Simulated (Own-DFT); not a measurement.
Simulation results for Hf36O71 (tetragonal hafnia with one neutral oxygen vacancy, atoms displaced)

Computed with Own-DFT development build. A calculation, not a measurement: plane-wave PBE and HSE06 DFT by an unreviewed code, no spin, of a simulated cell at Gamma alone, so results move with cell size and shape, stress positive in tension, energies less offsets, not probed for a lower state with spin; hafnium file: forces about 75 meV/angstrom off all-electron values; oxygen file: force components 24 meV/angstrom off all-electron in a glass; k mesh not checked against a denser one; forces and stress are PBE's, HSE06 gives the energy alone, and its difference from PBE has offsets of its own; offsets are fitted by least squares, one for each functional and potential file, so energies compare only between cells with the same atoms and settings and are not formation energies; the far tail of each file's local potential was reset to the Coulomb form; each entry is a single point on an unrelaxed cell, so the pressure reflects the starting lattice, taken from the Materials Project, from which strain is counted, and rises with the displacements; printed positions are rounded, which can move forces by about a meV/angstrom; the program is a retired in-house code; no spin-orbit coupling.

Hf36O71 (tetragonal hafnia with one neutral oxygen vacancy, atoms displaced)

```
cell vectors (Å)
  10.7800     0.0000     0.0000
   0.0000    10.7800     0.0000
   0.0000     0.0000    10.4493
atoms (fractions of the cell vectors)
Hf  0.99405  0.99995  0.99458
Hf  0.16552  0.16441  0.25804
O   0.99844  0.16814  0.15028
O   0.00299  0.17360  0.40124
O   0.15631  0.00189  0.09985
Hf  0.99684  0.00354  0.49740
Hf  0.16345  0.17122  0.74948
O   0.99609  0.17176  0.65006
O   0.16014  0.99766  0.84894
O   0.99869  0.16977  0.89964
O   0.15850  0.00014  0.60167
Hf  0.00911  0.32878  0.01168
Hf  0.16704  0.50244  0.26119
O   0.99741  0.49876  0.15584
O   0.16819  0.32894  0.34036
O   0.00657  0.50199  0.39835
O   0.15662  0.33568  0.09179
Hf  0.99378  0.33961  0.50167
Hf  0.16804  0.49302  0.75584
O   0.00052  0.50358  0.64914
O   0.16576  0.33590  0.84127
O   0.00694  0.50215  0.90242
O   0.16565  0.33323  0.59192
Hf  0.99557  0.66175  0.99867
Hf  0.16737  0.83455  0.24170
O   0.98958  0.83832  0.15324
O   0.16479  0.67434  0.35019
O   0.99643  0.83003  0.40742
O   0.16315  0.65534  0.09764
Hf  0.99781  0.67351  0.49867
Hf  0.17086  0.82196  0.74618
O   0.99846  0.83754  0.64657
O   0.16706  0.66856  0.85138
O   0.99970  0.83679  0.89722
O   0.16418  0.66910  0.59521
Hf  0.34509  0.99709  0.00155
Hf  0.50004  0.16448  0.24914
O   0.33341  0.16785  0.15027
O   0.50006  0.99477  0.34300
O   0.33725  0.16165  0.40281
O   0.49982  0.00147  0.09947
Hf  0.33364  0.99391  0.49443
Hf  0.49632  0.17336  0.74926
O   0.33495  0.16839  0.65894
O   0.51101  0.00290  0.84128
O   0.33145  0.17121  0.90703
O   0.50410  0.00527  0.60628
Hf  0.33732  0.33391  0.00331
Hf  0.50552  0.49875  0.25041
O   0.34269  0.49918  0.14945
O   0.49478  0.33426  0.35474
O   0.33157  0.50442  0.40229
O   0.49832  0.33756  0.09465
Hf  0.33233  0.33101  0.49431
Hf  0.50097  0.49685  0.74543
O   0.33610  0.50444  0.65733
O   0.50338  0.32984  0.84926
O   0.33041  0.49929  0.90806
O   0.50145  0.33705  0.59415
Hf  0.34135  0.66580  0.00581
Hf  0.50724  0.81770  0.24724
O   0.33358  0.82769  0.15573
O   0.49929  0.66320  0.34482
O   0.33537  0.83844  0.40112
O   0.49034  0.66629  0.10429
Hf  0.33890  0.66861  0.50053
Hf  0.49952  0.83691  0.74989
O   0.33827  0.83056  0.65153
O   0.49986  0.67515  0.84345
O   0.33326  0.83216  0.89534
O   0.49501  0.65314  0.60496
Hf  0.66807  0.99461  0.00625
Hf  0.83955  0.16943  0.25081
O   0.66756  0.16647  0.15466
O   0.82869  0.99968  0.34227
O   0.67407  0.16286  0.39135
O   0.83255  0.00472  0.10764
Hf  0.67058  0.00442  0.49575
Hf  0.83026  0.17367  0.74560
O   0.67059  0.16789  0.64745
O   0.82350  0.99624  0.84973
O   0.67264  0.16806  0.90243
O   0.84057  0.99957  0.59627
Hf  0.66466  0.33276  0.99624
Hf  0.83438  0.50010  0.25298
O   0.66677  0.48882  0.15739
O   0.82617  0.33559  0.33588
O   0.67180  0.48874  0.39940
O   0.83198  0.32699  0.09436
Hf  0.65806  0.34747  0.48823
Hf  0.84242  0.50363  0.74438
O   0.67174  0.49424  0.65491
O   0.83596  0.33278  0.85689
O   0.66650  0.50434  0.90143
O   0.82763  0.33555  0.60005
Hf  0.67160  0.67237  0.00369
Hf  0.83604  0.83540  0.24391
O   0.66545  0.83515  0.14101
O   0.83717  0.66095  0.33631
O   0.66438  0.82917  0.40107
O   0.83087  0.66706  0.10369
Hf  0.67106  0.66913  0.49922
Hf  0.83216  0.82841  0.75061
O   0.67479  0.84045  0.64850
O   0.83920  0.66100  0.84938
O   0.67124  0.83063  0.90879
O   0.83442  0.66199  0.58854
```

It was run with first functional PBE, second functional HSE06, exact exchange share 0.25, screening 0.11 1/bohr, exchange divergence Gygi-Baldereschi, potential files PseudoDojo norm-conserving, scalar-relativistic, made for PBE, standard set, wave cutoff 48 hartree, occupations fixed and k mesh 1 x 1 x 1 centred on Gamma.

The calculation gives: PBE energy of cell above offsets -95.753 eV; HSE06 less PBE above offsets 0.111 eV; PBE pressure 2.63 GPa; PBE stress xx -2.08 GPa; PBE stress yy -2.95 GPa; PBE stress zz -2.88 GPa; PBE stress yz 0.61 GPa; PBE stress xz -0.49 GPa; PBE stress xy -0.12 GPa.

Force:
| element | x (eV/Å) | y (eV/Å) | z (eV/Å) |
| --- | --- | --- | --- |
| Hf | 0.733 | 0.635 | -0.635 |
| Hf | -0.173 | -1.623 | -1.693 |
| O | 1.26 | 0.133 | 0.509 |
| O | -0.093 | -0.502 | -0.261 |
| O | 1.782 | -0.661 | 0.467 |
| Hf | 0.803 | -0.487 | 0.719 |
| Hf | -0.566 | -2.291 | 0.257 |
| O | 0.559 | 0.365 | -0.193 |
| O | 0.578 | 0.424 | -0.666 |
| O | 0.445 | -0.651 | 0.197 |
| O | 1.53 | 0.229 | -1.617 |
| Hf | -5.771 | 0.138 | -3.123 |
| Hf | -0.131 | 0.935 | -1.766 |
| O | 0.289 | 0.121 | -0.046 |
| O | 0.728 | 1.043 | 0.772 |
| O | -0.14 | -0.375 | 0.516 |
| O | 5.679 | 0.291 | 2.306 |
| Hf | 0 | -0.57 | 0.571 |
| Hf | 0.039 | 2.364 | -0.631 |
| O | 0.802 | -0.467 | -0.147 |
| O | 0.123 | -1.113 | 0.914 |
| O | -0.102 | -0.58 | -0.112 |
| O | 0.055 | 0.248 | -0.042 |
| Hf | 1.124 | 0.344 | -0.176 |
| Hf | -0.879 | 0.553 | 0.568 |
| O | 2.413 | -0.584 | -0.633 |
| O | 0.324 | -0.422 | -0.544 |
| O | -0.14 | 1.809 | -1.546 |
| O | 0.477 | 0.738 | 0.209 |
| Hf | 1.783 | -0.707 | 0.073 |
| Hf | -1.234 | 1.852 | 0.516 |
| O | -0.303 | -1.24 | 0.784 |
| O | -0.078 | -0.806 | -0.429 |
| O | -0.518 | -1.352 | 0.695 |
| O | 0.91 | 0.217 | 0.074 |
| Hf | -2.899 | 0.875 | -1.113 |
| Hf | 0.882 | -0.515 | -0.026 |
| O | -0.398 | 0.013 | 0.731 |
| O | 0.195 | 0.013 | 0.134 |
| O | -0.593 | 0.327 | -0.071 |
| O | 0.284 | -0.199 | -0.072 |
| Hf | 0.11 | 1.105 | 1.859 |
| Hf | 1.773 | -1.599 | -0.477 |
| O | -0.912 | 0.49 | -0.819 |
| O | -0.831 | -0.305 | 1.606 |
| O | 0.343 | -1.236 | -0.242 |
| O | -0.534 | -0.51 | -1.918 |
| Hf | -0.786 | 0.141 | 0.191 |
| Hf | -1.176 | -1.311 | -1.057 |
| O | -1.297 | -0.172 | 1.131 |
| O | 0.173 | -0.142 | -0.859 |
| O | -0.332 | -0.583 | 0.16 |
| O | 0.479 | -0.512 | 0.857 |
| Hf | 0.036 | 0.096 | 0.782 |
| Hf | 0.849 | 0.826 | 1.161 |
| O | -1.209 | -0.627 | -0.318 |
| O | -0.388 | 1.269 | -0.013 |
| O | 0.334 | 0.14 | -0.608 |
| O | -1.067 | 0.177 | 0.545 |
| Hf | -3.118 | -0.428 | -1.936 |
| Hf | -0.808 | 2.887 | 0.338 |
| O | 0.195 | 0.412 | -0.721 |
| O | 0.435 | -0.525 | 1.486 |
| O | -0.257 | -1.674 | -0.434 |
| O | 3.817 | 0.305 | 0.452 |
| Hf | -1.701 | 0 | 0.622 |
| Hf | 0.441 | 0.608 | -0.258 |
| O | -0.204 | 0.073 | -0.844 |
| O | -0.005 | -1.454 | 0.88 |
| O | 0.571 | 0.708 | 1.129 |
| O | 2.189 | 0.936 | -1.649 |
| Hf | 1.083 | 2.365 | -1.266 |
| Hf | -1.639 | -0.224 | -1.193 |
| O | -0.925 | -0.005 | -0.302 |
| O | 0.539 | -0.526 | 1.061 |
| O | -0.917 | 1.08 | 1.204 |
| O | -0.264 | -0.543 | -1.15 |
| Hf | -0.224 | 0.625 | 0.852 |
| Hf | -0.283 | -0.173 | 1.469 |
| O | -1.013 | -0.263 | 0.03 |
| O | 0.485 | 0.06 | -0.321 |
| O | -0.47 | -0.445 | 0.349 |
| O | -1.44 | 0.277 | -0.268 |
| Hf | 1.81 | -0.145 | -0.014 |
| Hf | 0.498 | -1.122 | -2.324 |
| O | -0.095 | 1.046 | -0.284 |
| O | 0.894 | -0.175 | 2.086 |
| O | -0.341 | 6.314 | -1.713 |
| O | 0.221 | 0.223 | 0.436 |
| Hf | 1.167 | -6.437 | 3.558 |
| Hf | -1.326 | -2.484 | 1.673 |
| O | -0.587 | 0.657 | -0.786 |
| O | -0.262 | 1.211 | -2.02 |
| O | -0.503 | 0.333 | 0.685 |
| O | 0.908 | 0.309 | -1.055 |
| Hf | -0.723 | -1.873 | -1.037 |
| Hf | -0.832 | 0.288 | 1.091 |
| O | -0.031 | -0.546 | 1.236 |
| O | -0.704 | 1.753 | 2.041 |
| O | -0.062 | -0.29 | -0.311 |
| O | -0.049 | -0.031 | -0.955 |
| Hf | -0.818 | -0.227 | 0.565 |
| Hf | 1.534 | 1.899 | 0.418 |
| O | -1.29 | -1.383 | -0.045 |
| O | -0.311 | 1.02 | -0.058 |
| O | -0.027 | -0.245 | -1.068 |
| O | -0.902 | 0.061 | 0.895 |
